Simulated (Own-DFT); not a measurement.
# Strain and stress in C40 NbSi2, 36 atoms (Nb12Si24)

These are calculations, not measurements. They come from Own-DFT, an in-house plane-wave density functional program, since retired, whose code no person has reviewed. Each row is one single-point run on a periodic cell that was not relaxed, without spin or spin-orbit coupling.

Settings of every run: PBE; PseudoDojo norm-conserving scalar-relativistic files; cutoff 42 hartree; 4 x 4 x 5 k mesh centred on Gamma; cold (Marzari-Vanderbilt) smearing of 0.2 eV.

Known limits: forces on such cells failed a check on a denser k mesh; stress not checked against mesh or cutoff.

Unstrained cell vectors in Å: (0.000, 8.324, 0.000); (-9.613, 0.000, 0.000); (0.000, 0.000, 6.586). The unstrained cell was taken from the Materials Project. The random moves and any unrelaxed bonds add to the pressure at no strain. Each run strains this cell uniformly, with the atoms carried along. Every atom was also moved at random, by a Gaussian of width 0.05 Å on each axis. Strain is the symmetric tensor, in per cent. Stress is positive in tension, and the pressure is minus a third of its trace.

```
run  e_xx (%)  e_yy (%)  e_zz (%)  e_yz (%)  e_xz (%)  e_xy (%)  s_xx (GPa)  s_yy (GPa)  s_zz (GPa)  s_yz (GPa)  s_xz (GPa)  s_xy (GPa)  P (GPa)  E (meV/atom)
  1     -0.41     -0.04      0.64      0.80     -0.33      1.14       -3.65       -2.43       -0.96        1.91       -1.23        3.76     2.35           1.6
  2     -1.80      0.51     -1.30      0.85     -1.10     -0.02       -9.40       -2.83      -11.03        2.80       -3.53        0.64     7.75           5.0
  3      0.79      1.85     -0.72     -1.38      1.92      0.11        0.95        3.71       -6.29       -5.04        5.01        0.32     0.55          27.9
  4      0.03     -1.84      1.07      0.69     -1.80     -0.14       -2.34       -9.07       -1.11        2.24       -5.39       -0.41     4.17          16.1
  5     -1.04     -1.34     -1.12     -0.03      0.12      0.91       -8.65      -10.38      -12.48       -0.34        0.72        2.91    10.50          43.9
  6     -1.83      1.22      0.53     -1.08     -1.27     -0.07       -8.55        1.17       -2.47       -3.12       -3.47       -0.19     3.28          20.8
  7     -0.39      1.41      0.00      0.97      0.80     -1.63       -3.30        2.91       -2.83        2.29        2.43       -4.98     1.08           2.6
  8     -0.47     -1.51      1.71      0.08     -1.01     -1.34       -3.99       -6.65        1.87       -0.23       -2.72       -3.98     2.92          10.1
  9      0.08     -0.30      0.05      0.33      0.96     -0.52       -1.80       -3.24       -3.85        1.62        2.14       -1.20     2.96           0.3
 10      1.82     -1.51      0.85      0.42     -1.86     -0.41        2.75       -6.66        0.29        0.95       -4.42       -0.76     1.20          21.2
 11     -0.09      1.56     -1.83      0.60      0.75      0.52       -3.14        1.79      -11.58        2.36        2.84        1.29     4.31          12.7
 12     -1.87     -1.96     -1.10     -1.40     -1.26      1.51      -13.14      -12.57      -13.51       -4.90       -4.53        5.71    13.07          47.2
 13     -1.60      0.79     -0.15     -1.04     -0.24     -1.14       -8.57       -1.04       -4.86       -3.18       -1.53       -3.68     4.82          16.2
 14     -1.32     -0.52      1.60      0.91      1.79      1.21       -7.14       -3.33        1.41        2.83        5.20        3.78     3.02          14.6
 15     -1.82      0.62      0.94      0.51     -0.44      1.22       -7.82       -0.84       -0.04        1.54       -1.42        3.82     2.90           0.0
 16     -0.23      0.14      1.44      1.25     -0.47      1.88           ?           ?           ?           ?           ?           ?        ?             ?
```

E is the free energy for each atom above the lowest run shown.

## Worked fit

Each stress component was fitted by least squares to a constant and the strains of the runs shown, as fractions, with shears doubled. Shear strains stay in the fit of a normal stress only where such slopes are resolved. The slopes, in GPa:

```
stress  at no strain  per e_xx  per e_yy  per e_zz  scatter
  s_xx          -2.7  373 ± 15   83 ± 13   86 ± 16     0.63
  s_yy          -2.7   62 ± 11  390 ± 10  108 ± 12     0.46
  s_zz          -4.3   81 ± 15  105 ± 13  491 ± 15     0.60
```

Each shear stress against twice its own strain: yz 163 ± 9, xz 138 ± 7, xy 156 ± 5 GPa. These are stiffnesses along x, y and z of the frame in which the cell vectors are given, which need not be the crystal's axes. The atoms are held to the strained lattice; where symmetry lets them move under strain, relaxing them would lower some slopes. The table should be nearly symmetric about its diagonal, and what it lacks of that shows the noise. A ninth of its sum, 198 ± 9 GPa, estimates the bulk modulus near the mean pressure of these runs, 4.3 GPa, so it lies above the value at zero pressure.

## Withheld run

Question: what normal stresses and pressure should run 16 give?

The fit gives s_xx = -2.2, s_yy = -0.7, s_zz = 2.8 and P = 0.1 GPa. The calculation gave -2.30, -0.61, 2.45 and P = 0.15 GPa.
